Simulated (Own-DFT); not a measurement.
# Computed records: Hf₃₆O₇₁ (tetragonal hafnia with one neutral oxygen vacancy, atoms displaced)

All values are calculated (Own-DFT development build). A calculation, not a measurement: plane-wave PBE and HSE06 DFT by an unreviewed code, no spin, of a simulated cell at Gamma alone, so results move with cell size and shape, stress positive in tension, energies less offsets, not probed for a lower state with spin; hafnium file: forces about 75 meV/angstrom off all-electron values; oxygen file: force components 24 meV/angstrom off all-electron in a glass; k mesh not checked against a denser one; forces and stress are PBE's, HSE06 gives the energy alone, and its difference from PBE has offsets of its own; offsets are fitted by least squares, one for each functional and potential file, so energies compare only between cells with the same atoms and settings and are not formation energies; the far tail of each file's local potential was reset to the Coulomb form; each entry is a single point on an unrelaxed cell, so the pressure reflects the starting lattice, taken from the Materials Project, from which strain is counted, and rises with the displacements; printed positions are rounded, which can move forces by about a meV/angstrom; the program is a retired in-house code; no spin-orbit coupling.

Settings shared by all entries: first functional PBE; second functional HSE06; exact exchange share 0.25; screening 0.11 1/bohr; exchange divergence Gygi-Baldereschi; potential files PseudoDojo norm-conserving, scalar-relativistic, made for PBE, standard set; wave cutoff 48 hartree; occupations fixed; k mesh 1 x 1 x 1 centred on Gamma.

(1) Hf₃₆O₇₁ (tetragonal hafnia with one neutral oxygen vacancy, atoms displaced)

```cif
# cell vector a (Å): 10.7800 0.0000 0.0000
# cell vector b (Å): 0.0000 10.7800 0.0000
# cell vector c (Å): 0.0000 0.0000 10.4493
data_Hf36O71
_symmetry_space_group_name_H-M 'P 1'
_symmetry_Int_Tables_number 1
_cell_length_a 10.7800
_cell_length_b 10.7800
_cell_length_c 10.4493
_cell_angle_alpha 90.000
_cell_angle_beta 90.000
_cell_angle_gamma 90.000
_cell_volume 1214.30
loop_
_atom_site_label
_atom_site_type_symbol
_atom_site_fract_x
_atom_site_fract_y
_atom_site_fract_z
_atom_site_occupancy
Hf1 Hf 0.00698 0.99903 0.99364 1
Hf2 Hf 0.17751 0.17911 0.24525 1
O1 O 0.00064 0.16882 0.15274 1
O2 O 0.16729 0.00483 0.35698 1
O3 O 0.99675 0.15891 0.40092 1
O4 O 0.16339 0.00995 0.09060 1
Hf3 Hf 0.98061 0.98996 0.49833 1
Hf4 Hf 0.16461 0.16861 0.74659 1
O5 O 0.99878 0.16654 0.64456 1
O6 O 0.16500 0.00553 0.84902 1
O7 O 0.00934 0.16864 0.91081 1
O8 O 0.16397 0.99346 0.59267 1
Hf5 Hf 0.99791 0.34408 0.01000 1
Hf6 Hf 0.16450 0.50407 0.25246 1
O9 O 0.98942 0.50935 0.14947 1
O10 O 0.16833 0.33746 0.34016 1
O11 O 0.99542 0.50438 0.40474 1
O12 O 0.16539 0.33650 0.10095 1
Hf7 Hf 0.00340 0.34237 0.50639 1
Hf8 Hf 0.17121 0.51668 0.73761 1
O13 O 0.00917 0.49855 0.65469 1
O14 O 0.15520 0.32400 0.84621 1
O15 O 0.01326 0.50318 0.90234 1
O16 O 0.17211 0.33926 0.60561 1
Hf9 Hf 0.00270 0.65645 0.01135 1
Hf10 Hf 0.16085 0.83421 0.24387 1
O17 O 0.98673 0.83284 0.15849 1
O18 O 0.16506 0.65684 0.34540 1
O19 O 0.99709 0.83050 0.39870 1
Hf11 Hf 0.00965 0.66752 0.50433 1
Hf12 Hf 0.16279 0.83182 0.75007 1
O20 O 0.99278 0.82686 0.65683 1
O21 O 0.16569 0.67058 0.84635 1
O22 O 0.00263 0.85419 0.90332 1
O23 O 0.16321 0.67090 0.58721 1
Hf13 Hf 0.32876 0.00071 0.00103 1
Hf14 Hf 0.50438 0.16124 0.25786 1
O24 O 0.34328 0.15900 0.15628 1
O25 O 0.49156 0.00408 0.34282 1
O26 O 0.33089 0.15747 0.39851 1
O27 O 0.49438 0.99408 0.09812 1
Hf15 Hf 0.33187 0.00169 0.49232 1
Hf16 Hf 0.47853 0.16725 0.76196 1
O28 O 0.32297 0.15596 0.63553 1
O29 O 0.50294 0.01160 0.85560 1
O30 O 0.34014 0.18214 0.91131 1
O31 O 0.50200 0.99754 0.60416 1
Hf17 Hf 0.33807 0.33572 0.99359 1
Hf18 Hf 0.50762 0.50455 0.25611 1
O32 O 0.34000 0.50981 0.16107 1
O33 O 0.50821 0.33718 0.34679 1
O34 O 0.33015 0.49671 0.41760 1
O35 O 0.50014 0.33428 0.09147 1
Hf19 Hf 0.34404 0.32418 0.50773 1
Hf20 Hf 0.48578 0.50752 0.75472 1
O36 O 0.33891 0.49203 0.63980 1
O37 O 0.50536 0.32696 0.84634 1
O38 O 0.32651 0.50126 0.90160 1
O39 O 0.49460 0.33498 0.58126 1
Hf21 Hf 0.33829 0.65864 0.99956 1
Hf22 Hf 0.50771 0.81947 0.24503 1
O40 O 0.33097 0.83593 0.14806 1
O41 O 0.50371 0.66316 0.34770 1
O42 O 0.32776 0.83221 0.40597 1
O43 O 0.50196 0.65971 0.09898 1
Hf23 Hf 0.33544 0.66671 0.51880 1
Hf24 Hf 0.48573 0.83455 0.74702 1
O44 O 0.32363 0.82481 0.65120 1
O45 O 0.49010 0.66056 0.85141 1
O46 O 0.33832 0.84151 0.90520 1
O47 O 0.50442 0.65581 0.59685 1
Hf25 Hf 0.65965 0.98353 0.99553 1
Hf26 Hf 0.82343 0.15965 0.25349 1
O48 O 0.66195 0.16631 0.14606 1
O49 O 0.83452 0.99623 0.35691 1
O50 O 0.68089 0.16680 0.41204 1
O51 O 0.83617 0.98601 0.09633 1
Hf27 Hf 0.65061 0.99987 0.50898 1
Hf28 Hf 0.83276 0.16380 0.73952 1
O52 O 0.66639 0.16505 0.65768 1
O53 O 0.83152 0.99426 0.84542 1
O54 O 0.67378 0.16045 0.89549 1
O55 O 0.81779 0.00053 0.60363 1
Hf29 Hf 0.66815 0.34584 0.99506 1
Hf30 Hf 0.82684 0.50625 0.25518 1
O56 O 0.65789 0.50060 0.14329 1
O57 O 0.83452 0.34708 0.35092 1
O58 O 0.65464 0.50045 0.39526 1
O59 O 0.83138 0.32777 0.09775 1
Hf31 Hf 0.65665 0.33530 0.49855 1
Hf32 Hf 0.83125 0.50473 0.74438 1
O60 O 0.66586 0.51013 0.64643 1
O61 O 0.82541 0.32590 0.86792 1
O62 O 0.67233 0.49315 0.90286 1
O63 O 0.84529 0.33452 0.59150 1
Hf33 Hf 0.66186 0.66972 0.99160 1
Hf34 Hf 0.84099 0.83830 0.24103 1
O64 O 0.67000 0.82072 0.14241 1
O65 O 0.82747 0.66555 0.35722 1
O66 O 0.66770 0.82270 0.39754 1
O67 O 0.83435 0.66223 0.09210 1
Hf35 Hf 0.67416 0.65795 0.50332 1
Hf36 Hf 0.82258 0.84229 0.77383 1
O68 O 0.66624 0.83628 0.65121 1
O69 O 0.82663 0.66518 0.85144 1
O70 O 0.66220 0.82295 0.89497 1
O71 O 0.83381 0.66608 0.60497 1
```

```
PBE energy of cell above offsets : -87.751 eV
HSE06 less PBE above offsets     : 0.580 eV
PBE pressure                     : 4.91 GPa
PBE stress xx                    : -5.11 GPa
PBE stress yy                    : -5.28 GPa
PBE stress zz                    : -4.36 GPa
PBE stress yz                    : -1.27 GPa
PBE stress xz                    : 0.14 GPa
PBE stress xy                    : -0.18 GPa
```

Force:
```
element  x (eV/Å)  y (eV/Å)  z (eV/Å)
     Hf    -1.405     5.501      2.28
     Hf    -2.698    -1.843     0.471
      O    -0.482     0.144     1.058
      O     0.186    -1.169    -2.428
      O    -0.441     1.253     0.817
      O     1.151    -1.193     1.483
     Hf      1.92     2.334     0.236
     Hf    -2.771     0.186    -0.206
      O     0.607    -0.301     0.999
      O     1.497    -0.789    -0.687
      O    -0.803    -0.334    -0.999
      O    -0.247    -0.789     0.662
     Hf    -0.504    -3.083    -1.216
     Hf     0.878    -1.726    -0.758
      O     1.678    -0.011     0.293
      O    -0.199    -0.012     1.224
      O     0.636     0.036    -0.003
      O     1.517      0.25    -0.397
     Hf     1.037    -2.377    -2.103
     Hf    -1.071    -3.913     1.793
      O    -1.244     0.671    -0.248
      O     1.386     2.247     -0.21
      O    -0.433     0.649    -0.063
      O     0.161    -0.207    -0.783
     Hf    -0.251     0.501     -1.05
     Hf     1.327     1.014     2.119
      O     6.365    -0.897    -2.711
      O    -0.265      3.07    -0.127
      O      0.51    -0.856    -0.041
     Hf    -4.969     0.516    -2.182
     Hf     -2.34     3.224    -0.113
      O     0.443     0.165     0.241
      O     0.557     0.396     0.309
      O     0.021    -6.129    -1.729
      O     2.533    -0.709      3.28
     Hf     0.376     0.728     1.288
     Hf    -0.005     1.851    -2.532
      O    -0.534     0.507    -0.607
      O     1.212     -2.47     1.517
      O     0.724     2.823    -0.311
      O     1.406    -0.749    -0.375
     Hf    -2.596    -1.085    -0.094
     Hf     3.177     -0.61    -1.145
      O     1.773     0.811     2.006
      O    -0.861    -2.564    -0.747
      O    -0.269     -3.94    -2.437
      O    -3.237    -0.473     1.197
     Hf    -0.735     1.513     3.462
     Hf    -1.135    -1.297    -1.093
      O    -1.653     0.556    -0.844
      O    -0.294    -1.858     0.313
      O     0.209     0.527     -0.71
      O    -1.052       0.3    -0.068
     Hf    -6.108     0.572    -4.079
     Hf     2.623    -2.108     -1.24
      O    -0.699     1.444     2.686
      O    -0.766     2.729    -0.879
      O     0.446    -0.405    -1.489
      O     3.406    -0.306     4.155
     Hf    -1.089     1.703     2.208
     Hf      -0.6     1.315     0.753
      O    -0.538    -0.875     0.493
      O    -0.828     1.112     0.453
      O     0.478    -1.347     0.007
      O    -0.551     1.294    -0.533
     Hf     1.044    -0.202    -5.091
     Hf     1.908     1.067    -0.005
      O     1.799    -0.419     0.697
      O     0.122      1.62       0.1
      O     0.421    -1.798    -1.189
      O    -1.137     1.012     1.638
     Hf     0.467     4.523     1.108
     Hf     2.622     1.767    -0.611
      O     0.166    -0.978     1.607
      O    -0.462    -0.457    -1.262
      O    -1.031    -0.028    -0.761
      O    -1.416     0.548     0.073
     Hf     3.569    -1.326    -1.354
     Hf    -0.723     0.964     2.204
      O    -2.038     1.024    -0.999
      O    -0.159     3.818     2.038
      O    -0.631    -0.649      1.29
      O     1.239    -0.001    -0.074
     Hf     0.949    -5.198     1.915
     Hf    -0.404    -0.541    -0.391
      O     1.689     0.126     0.642
      O    -0.578     -1.48    -0.475
      O         1    -0.185     0.846
      O    -0.278     0.836     1.159
     Hf     3.156     -0.19    -0.831
     Hf      0.04    -0.581     0.839
      O    -0.413    -1.715     1.031
      O     1.385     1.442    -3.289
      O    -0.827     4.175    -2.514
      O    -2.993     0.512      1.88
     Hf     2.072    -2.927     2.253
     Hf     -5.07    -0.393     3.586
      O    -0.718     0.414    -0.242
      O     0.146    -0.116    -0.966
      O    -1.401      1.85     0.389
      O    -0.912      0.41     0.213
     Hf     0.902     1.839    -0.871
     Hf     1.224    -4.094    -5.238
      O    -1.565    -0.416     0.888
      O     0.431    -0.233      0.16
      O    -0.959     1.646    -0.675
      O     0.789    -1.197    -0.281
```

(2) Hf₃₆O₇₁ (tetragonal hafnia with one neutral oxygen vacancy, atoms displaced)

```cif
# cell vector a (Å): 10.7800 0.0000 0.0000
# cell vector b (Å): 0.0000 10.7800 0.0000
# cell vector c (Å): 0.0000 0.0000 10.4493
data_Hf36O71
_symmetry_space_group_name_H-M 'P 1'
_symmetry_Int_Tables_number 1
_cell_length_a 10.7800
_cell_length_b 10.7800
_cell_length_c 10.4493
_cell_angle_alpha 90.000
_cell_angle_beta 90.000
_cell_angle_gamma 90.000
_cell_volume 1214.30
loop_
_atom_site_label
_atom_site_type_symbol
_atom_site_fract_x
_atom_site_fract_y
_atom_site_fract_z
_atom_site_occupancy
Hf1 Hf 0.99915 0.99428 0.99652 1
Hf2 Hf 0.16306 0.16681 0.24691 1
O1 O 0.00403 0.16746 0.14963 1
O2 O 0.16082 0.99526 0.34437 1
O3 O 0.00830 0.17084 0.39773 1
O4 O 0.16786 0.00817 0.09150 1
Hf3 Hf 0.99929 0.00923 0.49937 1
Hf4 Hf 0.15995 0.16147 0.75128 1
O5 O 0.99371 0.16976 0.64993 1
O6 O 0.16827 0.99161 0.84757 1
O7 O 0.99839 0.16173 0.89596 1
O8 O 0.16760 0.00023 0.59499 1
Hf5 Hf 0.00083 0.33989 0.00075 1
Hf6 Hf 0.16487 0.49874 0.25047 1
O9 O 0.99902 0.50350 0.15381 1
O10 O 0.16136 0.32407 0.33990 1
O11 O 0.99455 0.50355 0.40040 1
O12 O 0.16413 0.33030 0.09542 1
Hf7 Hf 0.00459 0.32697 0.50245 1
Hf8 Hf 0.16926 0.50408 0.75757 1
O13 O 0.99712 0.49291 0.65152 1
O14 O 0.17153 0.32847 0.83196 1
O15 O 0.98623 0.49575 0.89924 1
O16 O 0.16875 0.33762 0.59558 1
Hf9 Hf 0.00572 0.66104 0.00153 1
Hf10 Hf 0.17290 0.83346 0.24760 1
O17 O 0.00271 0.84124 0.16448 1
O18 O 0.17309 0.66447 0.34334 1
O19 O 0.00213 0.83363 0.40213 1
O20 O 0.16304 0.65735 0.09829 1
Hf11 Hf 0.00380 0.66889 0.50474 1
Hf12 Hf 0.17325 0.83340 0.75180 1
O21 O 0.99601 0.83801 0.66175 1
O22 O 0.16779 0.67218 0.84906 1
O23 O 0.99213 0.82622 0.89812 1
O24 O 0.16859 0.67105 0.59561 1
Hf13 Hf 0.32640 0.99599 0.99971 1
Hf14 Hf 0.49125 0.16506 0.25046 1
O25 O 0.33150 0.17004 0.14892 1
O26 O 0.50358 0.00099 0.34690 1
O27 O 0.32996 0.16249 0.41090 1
O28 O 0.50253 0.00314 0.09311 1
Hf15 Hf 0.33113 0.00222 0.49872 1
Hf16 Hf 0.49601 0.16935 0.75583 1
O29 O 0.33265 0.16926 0.64680 1
O30 O 0.50448 0.99941 0.84192 1
O31 O 0.33872 0.17008 0.90584 1
O32 O 0.50342 0.98607 0.59608 1
Hf17 Hf 0.33455 0.32336 0.00984 1
Hf18 Hf 0.49905 0.49541 0.24343 1
O33 O 0.33895 0.50301 0.15741 1
O34 O 0.49801 0.32811 0.34933 1
O35 O 0.31834 0.50013 0.40256 1
O36 O 0.49846 0.33526 0.09448 1
Hf19 Hf 0.33340 0.33959 0.50108 1
Hf20 Hf 0.50591 0.49979 0.75166 1
O37 O 0.33723 0.49757 0.65263 1
O38 O 0.49932 0.33544 0.84783 1
O39 O 0.33837 0.50069 0.90676 1
O40 O 0.50248 0.32947 0.58905 1
Hf21 Hf 0.32932 0.67016 0.99611 1
Hf22 Hf 0.48958 0.83181 0.24595 1
O41 O 0.32718 0.83410 0.15662 1
O42 O 0.50089 0.66746 0.35113 1
O43 O 0.33429 0.83014 0.40517 1
O44 O 0.49822 0.66339 0.09354 1
Hf23 Hf 0.33649 0.66931 0.50038 1
Hf24 Hf 0.49673 0.84037 0.74483 1
O45 O 0.32344 0.82866 0.65076 1
O46 O 0.49132 0.67029 0.84704 1
O47 O 0.32890 0.83810 0.90480 1
O48 O 0.50182 0.66271 0.60508 1
Hf25 Hf 0.66401 0.99460 0.99709 1
Hf26 Hf 0.83687 0.17288 0.24544 1
O49 O 0.66173 0.16449 0.14817 1
O50 O 0.82853 0.00673 0.34908 1
O51 O 0.66968 0.15833 0.40343 1
Hf27 Hf 0.66282 0.00093 0.49703 1
Hf28 Hf 0.83346 0.16777 0.75604 1
O52 O 0.66655 0.16834 0.65041 1
O53 O 0.82372 0.99776 0.84872 1
O54 O 0.66357 0.17222 0.90569 1
O55 O 0.83178 0.99911 0.60080 1
Hf29 Hf 0.66705 0.33351 0.99712 1
Hf30 Hf 0.83255 0.50085 0.24309 1
O56 O 0.65745 0.49603 0.15494 1
O57 O 0.83665 0.33299 0.34797 1
O58 O 0.65982 0.50801 0.39464 1
O59 O 0.82750 0.33426 0.09958 1
Hf31 Hf 0.66498 0.33327 0.50200 1
Hf32 Hf 0.82506 0.50104 0.75004 1
O60 O 0.67762 0.49340 0.65362 1
O61 O 0.83645 0.33534 0.84715 1
O62 O 0.67140 0.49759 0.89639 1
O63 O 0.83033 0.33060 0.60028 1
Hf33 Hf 0.66904 0.66328 0.00195 1
Hf34 Hf 0.82691 0.84247 0.25434 1
O64 O 0.66897 0.83159 0.14143 1
O65 O 0.82987 0.66880 0.33608 1
O66 O 0.65916 0.82468 0.40263 1
O67 O 0.81956 0.67400 0.09316 1
Hf35 Hf 0.66975 0.67278 0.50136 1
Hf36 Hf 0.84481 0.83529 0.74608 1
O68 O 0.67090 0.83109 0.64633 1
O69 O 0.83584 0.66304 0.84206 1
O70 O 0.66824 0.83163 0.90097 1
O71 O 0.84134 0.66630 0.60176 1
```

```
PBE energy of cell above offsets : -96.519 eV
HSE06 less PBE above offsets     : 0.107 eV
PBE pressure                     : 2.68 GPa
PBE stress xx                    : -3.09 GPa
PBE stress yy                    : -1.61 GPa
PBE stress zz                    : -3.36 GPa
PBE stress yz                    : -0.32 GPa
PBE stress xz                    : -0.16 GPa
PBE stress xy                    : -0.09 GPa
```

Force:
```
element  x (eV/Å)  y (eV/Å)  z (eV/Å)
     Hf    -1.321    -0.143      0.58
     Hf      0.17    -1.135     0.443
      O    -1.288    -0.192    -0.438
      O     0.737     0.846     -0.03
      O    -0.558    -1.384     0.058
      O    -0.477    -0.507     0.285
     Hf    -0.618    -1.679    -0.306
     Hf     0.625     0.283    -1.123
      O     1.382    -0.391    -0.287
      O    -0.014     1.722     0.282
      O      0.51     0.342      0.63
      O    -0.725     0.364     0.449
     Hf    -1.373    -1.552    -0.568
     Hf     0.912     0.281     1.126
      O    -0.187    -0.354    -1.368
      O     0.404     1.947     0.536
      O     0.723    -0.404     0.165
      O     0.131     0.617    -0.225
     Hf      -1.4     2.608       0.4
     Hf     -0.17    -1.322    -2.403
      O      1.36     0.476      0.75
      O    -0.508     0.844     1.705
      O     2.162     0.971      1.12
      O    -0.228    -0.427    -0.422
     Hf    -2.878     0.643    -0.738
     Hf    -3.343    -0.652     2.641
      O    -0.494     0.072    -1.762
      O    -0.307     0.739    -0.128
      O    -0.415     0.297     1.401
      O     0.856     0.487    -0.216
     Hf    -0.648    -0.675    -1.156
     Hf    -1.935    -0.292    -1.027
      O      3.94     0.117     -1.99
      O    -0.206     -1.08     0.857
      O      0.62     0.764      1.65
      O    -0.269    -0.477     0.714
     Hf     1.682     1.732    -0.073
     Hf     2.139    -0.045     0.013
      O    -0.146    -0.015     0.494
      O    -0.752    -0.667    -0.448
      O     0.093     0.788    -1.563
      O    -2.183    -0.637     0.278
     Hf     0.575      -0.4     0.521
     Hf     0.759     0.323    -1.186
      O     0.055     -0.66     1.488
      O     -0.45     0.507     0.528
      O    -0.308    -1.746    -0.602
      O    -1.753     0.402    -0.034
     Hf     0.172     1.939    -1.318
     Hf     0.604     0.746     2.342
      O     -2.41    -0.363    -0.683
      O    -0.337     0.394    -0.641
      O     0.501    -0.236      0.29
      O     0.249     -0.25     0.561
     Hf      0.11    -0.567     0.134
     Hf    -0.564     1.236    -0.147
      O    -0.456    -0.033     0.498
      O     0.004    -0.209    -0.189
      O    -1.116    -0.244     0.136
      O    -0.708     0.506     1.325
     Hf     1.834    -1.823     0.093
     Hf     2.921     -0.67     1.138
      O     1.323     0.132    -2.202
      O    -1.224    -0.007    -0.878
      O     0.106     1.293    -0.787
      O    -0.606      0.82      0.46
     Hf     0.404    -1.282    -0.078
     Hf     2.098    -1.658    -0.395
      O     2.175     0.312      -0.1
      O    -0.069    -0.208    -0.277
      O     0.146    -0.748     -0.45
      O     0.043     0.099    -0.801
     Hf     1.323     0.017     0.033
     Hf    -1.717    -0.366     0.084
      O     0.741     0.132     1.013
      O     0.684    -0.387    -0.544
      O     -0.34     2.249    -0.305
     Hf     1.043    -0.817     0.801
     Hf    -1.359     0.151    -0.826
      O    -0.796    -0.318     0.859
      O     0.778     0.737     0.568
      O     0.058    -0.916     -0.71
      O     0.597     0.224    -0.704
     Hf    -0.416    -0.268     0.266
     Hf    -1.147     0.357     2.144
      O     1.974     0.085    -1.571
      O    -0.244     0.315    -0.395
      O      0.47    -1.407     1.265
      O     1.504     0.171     -0.17
     Hf     1.377    -0.112    -1.049
     Hf     3.248    -0.049     0.129
      O     -3.69     0.168    -1.541
      O    -0.171    -1.042     0.785
      O    -0.661     0.338     0.489
      O     0.636    -0.432     -0.74
     Hf    -1.659     1.292      -1.9
     Hf     0.498    -1.106    -0.548
      O     -1.15     1.205      1.42
      O     0.129     0.041      0.52
      O     0.613     2.405    -1.156
      O         4    -1.145     0.717
     Hf     0.021    -1.237     0.242
     Hf    -4.218    -0.915     1.438
      O     -0.51    -0.281     0.725
      O    -0.281     0.721     0.641
      O    -0.702    -0.525    -0.042
      O    -0.719     0.193     -0.99
```
